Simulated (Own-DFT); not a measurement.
# Point defects and the pressure they add: C11b WSi2

No measurement is shown. These are fixed-geometry runs of a retired plane-wave code named Own-DFT, which no person has reviewed; spin and spin-orbit coupling are neglected.

Settings: PBE; PseudoDojo norm-conserving scalar-relativistic files; cutoff 50 hartree; 5 x 5 x 5 k mesh centred on Gamma; cold (Marzari-Vanderbilt) smearing of 0.2 eV.

Known weak points: forces on such cells failed a check on a denser k mesh; stress not checked against mesh or cutoff.

All runs share one cell, with vectors in Å (-2.148, -5.953, 3.409); (-6.444, 2.976, 1.136); (-2.553, -2.948, -6.757) and a volume of 403.2 Å³. Atoms were moved at random from their sites; u is the rms move along one axis. The defect's site can differ from row to row.

| cell | formula | u (Å) | P (GPa) |
|---|---|---|---|
| no defect | Si20W10 | 0.0202 | 4.58 |
| no defect | Si20W10 | 0.0216 | 4.54 |
| no defect | Si20W10 | 0.0504 | 5.61 |
| one Si vacancy | Si19W10 | 0.0281 | 3.03 |
| one Si vacancy | Si19W10 | 0.0291 | 2.97 |
| one Si vacancy | Si19W10 | 0.0540 | 4.78 |
| one Si on a W site | Si21W9 | 0.0257 | 6.33 |
| one Si on a W site | Si21W9 | 0.0319 | 6.24 |
| one Si on a W site | Si21W9 | 0.0469 | 7.37 |
| one W on a Si site | Si19W11 | 0.0305 | 9.62 |
| one W on a Si site | Si19W11 | 0.0334 | 10.28 |
| one W on a Si site | Si19W11 | 0.0464 | ? |
| one W on a Si site | Si19W11 | 0.0597 | 11.81 |

## Worked fit

P = P0 + c u² + a shift for each defect gives P0 = 4.11 GPa, c = 707 ± 71 GPa/Å² and a scatter of 0.24 GPa. The shifts, and each times the cell's volume:

- one W on a Si site: 5.14 ± 0.20 GPa, 12.9 eV
- one Si on a W site: 1.62 ± 0.20 GPa, 4.1 eV
- one Si vacancy: -1.58 ± 0.20 GPa, -4.0 eV

Against the defect-free cell, a freed cell would be larger where the shift is positive and smaller where it is negative (160.2 GPa Å³ is 1 eV). The atoms around the defects weren't relaxed, which would change these numbers.

## Test on the hidden row

Q: what pressure belongs in the blank (one W on a Si site, u = 0.0464 Å)?

The fitted form gives 10.77 ± 0.28 GPa. The calculation gave 11.21 GPa.
